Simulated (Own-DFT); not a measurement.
# Strain and stress in wurtzite GaN, 96 atoms (Ga48N48)

Everything here is calculated. The program is Own-DFT (plane waves, in-house, since retired, never reviewed by a person); positions were held fixed, and spin and spin-orbit coupling were off.

Method: PBE; PseudoDojo norm-conserving scalar-relativistic files; cutoff 42 hartree; 3 x 4 x 3 k mesh centred on Gamma; Fermi-Dirac smearing of 0.1 eV.

Keep in mind: forces on such cells passed a denser k mesh, each cell not checked; stress not checked against mesh or cutoff.

Unstrained cell vectors in Å: (12.756, 0.000, 0.000); (-4.784, 8.285, 0.000); (0.000, 0.000, 10.370). The unstrained cell has measured lattice constants (interpolated for alloys), not those of this functional. That, the random moves and any unrelaxed bonds set the pressure at no strain. In each run the cell takes a homogeneous strain; fractional positions stay. All atoms carry random offsets, Gaussian with a width of 0.05 Å per axis. Strain is the symmetric tensor, in per cent. Stress is positive in tension, and the pressure is minus a third of its trace.

```
run  e_xx (%)  e_yy (%)  e_zz (%)  e_yz (%)  e_xz (%)  e_xy (%)  s_xx (GPa)  s_yy (GPa)  s_zz (GPa)  s_yz (GPa)  s_xz (GPa)  s_xy (GPa)  P (GPa)  E (meV/atom)
  1      0.22      1.36      0.51     -1.46     -1.90      0.08       -4.05       -1.77       -5.05       -2.41       -3.71        0.57     3.62          10.8
  2     -1.76     -0.38      0.40      0.38      0.29     -1.09      -15.33      -12.87       -7.49        0.66        1.72       -2.02    11.90          52.7
  3      0.93      1.32      1.23     -1.19      0.06     -0.99       -0.91        0.28       -1.61       -1.67        0.16       -2.95     0.75           0.0
  4      1.56      1.06      1.17     -0.22     -0.04      1.50        0.39        0.15       -2.64       -0.89       -0.27        3.82     0.70          11.4
  5     -1.94      0.89      0.44     -1.87      0.83      0.93      -14.46       -6.09       -7.24       -4.71        2.70        3.90     9.26          38.6
  6     -1.17     -1.23     -2.00     -1.08     -1.42     -0.86      -16.77      -15.99      -19.14       -2.56       -2.99       -3.45    17.30          56.8
  7     -1.25      0.63      0.32     -0.22     -0.66     -0.18       -9.75       -7.51       -6.72       -0.88       -0.80       -0.35     7.99          14.4
  8     -0.49      1.69      0.41      1.32     -0.84     -1.88       -7.95       -1.20       -5.91        3.28       -1.34       -5.79     5.02          29.2
  9     -1.51      1.10     -1.18     -1.16      0.54      1.85      -13.84       -7.13      -14.36       -3.21        0.70        6.57    11.78          55.6
 10      1.66     -1.67     -1.79     -1.27     -1.73      0.45       -2.11      -14.43      -19.40       -3.41       -3.56        1.63    11.98          49.5
 11     -1.29     -1.28     -0.95      0.45     -1.63      1.79      -14.45      -16.41      -15.28        1.54       -3.76        6.95    15.38          50.7
 12     -0.10      0.34      0.74      1.81     -1.93     -1.30       -6.70       -7.44       -3.86        4.27       -3.44       -4.59     6.00          23.8
 13      1.06     -0.84      1.17      0.63     -1.98      0.26       -3.23       -7.32       -3.16        1.27       -4.41       -0.14     4.57           4.5
 14      0.52     -0.61     -1.35     -0.24     -1.25     -1.92       -7.22      -11.57      -15.32       -0.42       -2.90       -5.75    11.37          53.9
 15      1.15      0.61     -1.55     -1.19      1.66     -0.73       -4.79       -5.38      -13.25       -3.12        2.40       -4.11     7.81          38.9
 16      0.04      1.62      0.22     -1.05      0.71      1.90           ?           ?           ?           ?           ?           ?        ?             ?
```

E is the free energy for each atom above the lowest run shown.

## What the rows give

Regress every stress component on the fractional strains (shears doubled) of the visible runs, with a constant. Shear strains stay in the fit of a normal stress only where such slopes are resolved. The slopes, in GPa:

| stress | at no strain | per e_xx | per e_yy | per e_zz | scatter |
|---|---|---|---|---|---|
| s_xx | -7.4 | 416 ± 23 | 83 ± 31 | 104 ± 29 | 1.06 |
| s_yy | -8.0 | 159 ± 17 | 406 ± 23 | 106 ± 22 | 0.80 |
| s_zz | -8.7 | 36 ± 19 | 94 ± 26 | 464 ± 25 | 0.90 |

The slope of each shear stress on twice its own strain, from a fit on all six strains: yz 107 ± 8, xz 101 ± 6, xy 161 ± 10 GPa. These are stiffnesses along x, y and z of the frame in which the cell vectors are given, with the crystal's c axis along z: C11, C12, C13 and C33. Hexagonal symmetry asks that xx and yy behave alike, which is a second check on the noise. No internal relaxation is included, and where it is allowed it would reduce some of the slopes. The table should be nearly symmetric about its diagonal, and what it lacks of that shows the noise. A ninth of the table's sum, 208 ± 4 GPa, estimates the bulk modulus near the mean pressure of these runs, 8.4 GPa, so it lies above the value at zero pressure.

## Check

Asked: what normal stresses and pressure should run 16 give?

The fit gives s_xx = -5.6, s_yy = -1.1, s_zz = -6.2 and P = 4.3 GPa. Computed: -4.25, 0.02, -7.73 and P = 3.99 GPa.
